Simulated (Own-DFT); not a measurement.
Simulation results for Hf31O64 (monoclinic hafnia with one vacancy, atoms displaced)

All values are calculated (Own-DFT development build). A calculation, not a measurement: plane-wave PBE density functional theory by an unreviewed code, no spin, of a simulated periodic cell, stress positive in tension, free energy of the whole cell less one offset for each atom, defect cell not probed for a lower state with spin; hafnium file: forces about 75 meV/angstrom off all-electron values; oxygen file: force components 24 meV/angstrom off all-electron in one glass; forces on such cells passed a denser k mesh, this cell's mesh not checked; offsets are fitted by least squares, one for each functional and potential file, so energies compare only between cells with the same atoms and settings and are not formation energies; the far tail of each file's local potential was reset to the Coulomb form; each entry is a single point on an unrelaxed cell, so the pressure reflects the starting lattice, mostly measured values, from which strain is counted, and rises with the displacements; printed positions are rounded, which can move forces by about a meV/angstrom; the program is a retired in-house code; no spin-orbit coupling; before rounding, a Quantum ESPRESSO 7.3.1 run of the same cell and cutoff gave forces within 1 meV/angstrom rms on each cell, which checks the program and not the settings.

### Hf31O64 (monoclinic hafnia with one vacancy, atoms displaced)

```
Hf31O64
1.0
     10.2340     0.0000     0.0000
      0.0000    10.3500     0.0000
     -1.6955     0.0000    10.4453
Hf O Hf O Hf O Hf O Hf O Hf O Hf O Hf O
4 8 4 8 4 8 4 8 4 8 3 8 4 8 4 8
Direct
  0.14292 0.01986 0.10105
  0.36420 0.27500 0.14270
  0.36121 0.48049 0.39929
  0.14002 0.22668 0.35353
  0.03738 0.16491 0.17178
  0.46636 0.41758 0.08073
  0.46389 0.33413 0.33090
  0.03445 0.08233 0.42455
  0.22552 0.37797 0.23911
  0.27456 0.12699 0.01186
  0.27592 0.12384 0.26001
  0.22516 0.37413 0.48659
  0.14090 0.02200 0.60618
  0.36367 0.26968 0.64637
  0.36155 0.48027 0.89640
  0.13397 0.22573 0.85314
  0.03653 0.16355 0.67105
  0.45544 0.41869 0.57825
  0.46798 0.33511 0.82375
  0.03650 0.08300 0.92273
  0.22586 0.37587 0.74005
  0.27382 0.12788 0.51133
  0.27541 0.12145 0.75833
  0.22556 0.37752 0.99146
  0.14044 0.52103 0.10385
  0.36425 0.77614 0.14761
  0.35937 0.97603 0.39628
  0.13632 0.73389 0.35287
  0.03461 0.66739 0.17195
  0.46003 0.91853 0.07483
  0.45979 0.83021 0.33177
  0.03569 0.58453 0.42214
  0.21910 0.87972 0.23786
  0.27248 0.62902 0.01124
  0.27410 0.62391 0.26438
  0.21990 0.87557 0.49376
  0.14152 0.51876 0.60638
  0.36191 0.77339 0.64408
  0.36803 0.98433 0.89696
  0.14021 0.72862 0.85528
  0.03591 0.66402 0.67285
  0.46191 0.91539 0.57346
  0.46514 0.83559 0.82537
  0.03727 0.57790 0.92461
  0.22574 0.87716 0.73932
  0.27503 0.63016 0.51149
  0.27886 0.62222 0.75903
  0.22331 0.87477 0.99310
  0.63906 0.02105 0.10241
  0.85741 0.27630 0.14322
  0.85928 0.48069 0.39841
  0.63915 0.22849 0.35387
  0.53577 0.16714 0.17490
  0.96561 0.41278 0.07511
  0.96383 0.33467 0.32315
  0.53794 0.08579 0.42554
  0.72421 0.37557 0.24042
  0.77986 0.12443 0.01249
  0.77604 0.12065 0.25857
  0.72151 0.37074 0.49124
  0.64323 0.02343 0.60557
  0.86139 0.47797 0.89732
  0.63513 0.22996 0.85048
  0.53664 0.16614 0.67529
  0.96495 0.41492 0.57451
  0.96070 0.33822 0.82859
  0.54251 0.08139 0.92033
  0.72426 0.37823 0.73698
  0.77686 0.12657 0.50849
  0.77714 0.12240 0.75980
  0.72001 0.37250 0.99667
  0.63896 0.52001 0.09954
  0.85903 0.76803 0.14338
  0.85864 0.98136 0.39766
  0.63688 0.72967 0.35347
  0.53816 0.66092 0.17990
  0.96212 0.91658 0.08028
  0.96627 0.83815 0.32128
  0.53394 0.57520 0.42973
  0.72387 0.87817 0.23487
  0.77531 0.62703 0.01006
  0.77912 0.62329 0.25591
  0.72612 0.86685 0.49295
  0.63794 0.51739 0.59989
  0.86400 0.76875 0.64095
  0.86243 0.98084 0.89217
  0.63617 0.72985 0.85351
  0.54063 0.66735 0.67487
  0.95807 0.91901 0.57376
  0.96075 0.83669 0.82523
  0.53852 0.58433 0.92396
  0.72718 0.87618 0.74291
  0.77691 0.63460 0.51497
  0.77787 0.62379 0.76000
  0.72277 0.87108 0.99154
```

Here we set functional PBE, potential files PseudoDojo norm-conserving, scalar-relativistic, standard set, wave cutoff 72 hartree, occupations Fermi-Dirac, smearing width 0.1 eV and k mesh 2 x 2 x 2 centred on Gamma.

It finds free energy of cell above offsets -79.982 eV; pressure 3.79 GPa; stress xx -3.98 GPa; stress yy -3.63 GPa; stress zz -3.75 GPa; stress yz 0.33 GPa; stress xz 0.39 GPa; stress xy -0.28 GPa.

Force:
| element | x (eV/Å) | y (eV/Å) | z (eV/Å) |
| --- | --- | --- | --- |
| Hf | -1.635 | 0.285 | 0.9 |
| Hf | -0.58 | -0.588 | 1.36 |
| Hf | -0.622 | -0.346 | -0.939 |
| Hf | -0.794 | 0.411 | -0.167 |
| O | -0.401 | 0.273 | -0.052 |
| O | 0.064 | 0.303 | -0.716 |
| O | 0.173 | -0.233 | -0.398 |
| O | 0.256 | 0.278 | -0.377 |
| O | -0.04 | 0.216 | -0.281 |
| O | 0.813 | 0.821 | -0.512 |
| O | 0.438 | -0.669 | 0.221 |
| O | -0.648 | -0.603 | 0.273 |
| Hf | -1.287 | 0.054 | -0.25 |
| Hf | -0.31 | 0.08 | -0.551 |
| Hf | 0.255 | -0.064 | -0.41 |
| Hf | -1.126 | 1.072 | -1.349 |
| O | 0.556 | 0.139 | 0.771 |
| O | 0.938 | 0.137 | 0.64 |
| O | -0.735 | 0.546 | 0.665 |
| O | -0.08 | -0.108 | -0.113 |
| O | 0.044 | 0.345 | 0.239 |
| O | 0.469 | 0.204 | -0.138 |
| O | 0.338 | -0.099 | 0.753 |
| O | 0.124 | -0.897 | -0.584 |
| Hf | -0.437 | -0.014 | 0.912 |
| Hf | -0.604 | -1.426 | 0.002 |
| Hf | 0.139 | 1.411 | 0.358 |
| Hf | -0.274 | -0.711 | 0.195 |
| O | 0.119 | -0.317 | -0.205 |
| O | 0.783 | 0.15 | 0.565 |
| O | 0.632 | -0.214 | -0.438 |
| O | -0.3 | 0.098 | 0.017 |
| O | 0.742 | -0.074 | 0.423 |
| O | 0.822 | 0.614 | 0.009 |
| O | 0.272 | 0.019 | -0.484 |
| O | 0.384 | -0.656 | -0.903 |
| Hf | -0.664 | -0.521 | -0.654 |
| Hf | 0.356 | -0.607 | 0.217 |
| Hf | -0.731 | -0.688 | -0.786 |
| Hf | -0.816 | 0.4 | -0.224 |
| O | 0.239 | 0.137 | 0.245 |
| O | 0.528 | 0.321 | 0.228 |
| O | -0.172 | 0.208 | 0.28 |
| O | 0.166 | 0.881 | -0.564 |
| O | -0.259 | 0.105 | 0.444 |
| O | 0.084 | 0.434 | 0.127 |
| O | -0.195 | -0.3 | 0.745 |
| O | 0.275 | -0.745 | -0.786 |
| Hf | 0.952 | 0.186 | 0.588 |
| Hf | 0.673 | -1.763 | 0.748 |
| Hf | 0.612 | -1.327 | 0.638 |
| Hf | 0.554 | 0.399 | 1.166 |
| O | -0.233 | -0.245 | -0.708 |
| O | 0.374 | 0.322 | 0.111 |
| O | 0.248 | 0.296 | 0.265 |
| O | -0.923 | -0.698 | -0.206 |
| O | -0.302 | 0.811 | -0.037 |
| O | -0.273 | 0.77 | -0.007 |
| O | -0.104 | -0.013 | -0.089 |
| O | -0.431 | 0.899 | -1.233 |
| Hf | 0.959 | 0.648 | 0.317 |
| Hf | -0.45 | 0.119 | -1.726 |
| Hf | 2.756 | 0.262 | -0.584 |
| O | -0.694 | -0.186 | -0.439 |
| O | 0.803 | 0.849 | -0.243 |
| O | 1.249 | -0.421 | 0.686 |
| O | -1.075 | -0.308 | 0.195 |
| O | -1.048 | 0.546 | 1.251 |
| O | -0.79 | -0.847 | -0.707 |
| O | -0.9 | -1.093 | 0.619 |
| O | 0.257 | -0.429 | -0.966 |
| Hf | 0.205 | 0.145 | 1.223 |
| Hf | 0.381 | 0.736 | -0.075 |
| Hf | 0.298 | 0.576 | -0.292 |
| Hf | 0.32 | -0.477 | 0.439 |
| O | -1.085 | 0.853 | -0.462 |
| O | 0.719 | 0.296 | -0.495 |
| O | -0.23 | -0.069 | 0.535 |
| O | 1.048 | 1.739 | -1.293 |
| O | -0.783 | -0.182 | 0.856 |
| O | 0.189 | 0.167 | -0.12 |
| O | -0.453 | -0.425 | 0.923 |
| O | -0.71 | 0.364 | -0.845 |
| Hf | 0.801 | -0.936 | 1.824 |
| Hf | -0.568 | 0.59 | 1.507 |
| Hf | -0.854 | 0.408 | 0.257 |
| Hf | 1.149 | 0.21 | -0.404 |
| O | -0.908 | 0.19 | -0.428 |
| O | 1.148 | -0.126 | 0.611 |
| O | 1.76 | -1.067 | 0.234 |
| O | -1.107 | -0.429 | -0.044 |
| O | -0.475 | 0.487 | -0.698 |
| O | -0.27 | -1.302 | -1.591 |
| O | 0.069 | -0.432 | 0.385 |
| O | -0.158 | -0.151 | -0.396 |
